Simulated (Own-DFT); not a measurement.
# Hybrid less PBE against volume: monoclinic HfO2, 94 atoms (Hf32O62), with two O vacancies

All values are computed. Each geometry was run twice at fixed positions with Own-DFT, a retired in-house plane-wave program that no person has reviewed: with PBE, and with HSE06 (exact exchange share 0.25 at short range, screening 0.11 per bohr, Gygi-Baldereschi treatment of its divergence). Both used PseudoDojo norm-conserving files made for PBE, a cutoff of 48 hartree, the Gamma point alone, fixed occupations, a neutral cell and no spin. One k point on a cell 10.1 Å thick isn't converged, and results move with the size of the cell. The hafnium file keeps the 4f electrons in the core, and its forces lie about 75 meV/Å off all-electron values. The oxygen file's force components were 24 meV/Å off all-electron values in a glass.

Unstrained cell vectors in Å: (10.234, 0.000, 0.000); (0.000, 10.350, 0.000); (-1.695, 0.000, 10.445), volume V0 = 1106.4 Å³, from measured lattice constants. Each geometry has its own random strain of a few per cent, its own defect sites and random moves of rms u per axis. HSE06 gave the energy alone. D is its energy less that of PBE, over the lowest D shown. The PBE stress wasn't checked against mesh or cutoff.

```
run,V - V0 (Å³),u (Å),P with PBE (GPa),D (eV)
1,-34.8,0.0483,13.46,0.000
2,4.0,0.0529,4.20,1.093
3,-17.7,0.0473,9.82,0.349
4,-11.2,0.0483,8.13,0.601
5,-20.2,0.0464,10.42,0.193
6,-29.8,0.0526,12.50,0.105
7,16.8,0.0294,0.23,1.129
8,-4.6,0.0301,4.98,0.548
9,2.5,0.0309,3.29,0.871
10,-7.0,0.0300,6.39,0.491
11,22.3,0.0291,-1.20,1.229
12,-12.3,0.0293,6.84,0.368
13,-19.9,0.0517,10.21,?
```

## Working it out

D = 0.57 + 0.0270 (V - V0) + 130 u² eV, with an error of 0.0014 on the volume slope, 29 on the last term and a scatter of 0.06 eV. Pressure is -dE/dV, and 1 eV/Å³ is 160.2 GPa, so HSE06 changes the pressure by -4.3 ± 0.2 GPa. With the ions held to the strained lattice, the PBE pressure falls by 269 ± 9 GPa per unit of volume strain; the shape of the strain isn't fitted, so the true error is larger, and a relaxed crystal would be softer. On that slope HSE06's volume at a given pressure is about 1.6 % smaller, or 0.5 % in lengths. At u = 0 and V0 the PBE pressure is 3.6 GPa, which puts the zero-pressure volume, against the measured cell and with the defects in, at +1.3 % for PBE and -0.3 % for HSE06, each good to a few tenths of a per cent.

## Withheld run

Question: what D should run 13 give?

The fit gives 0.38 eV, with rows scattering by 0.06. Computed: 0.405 eV.
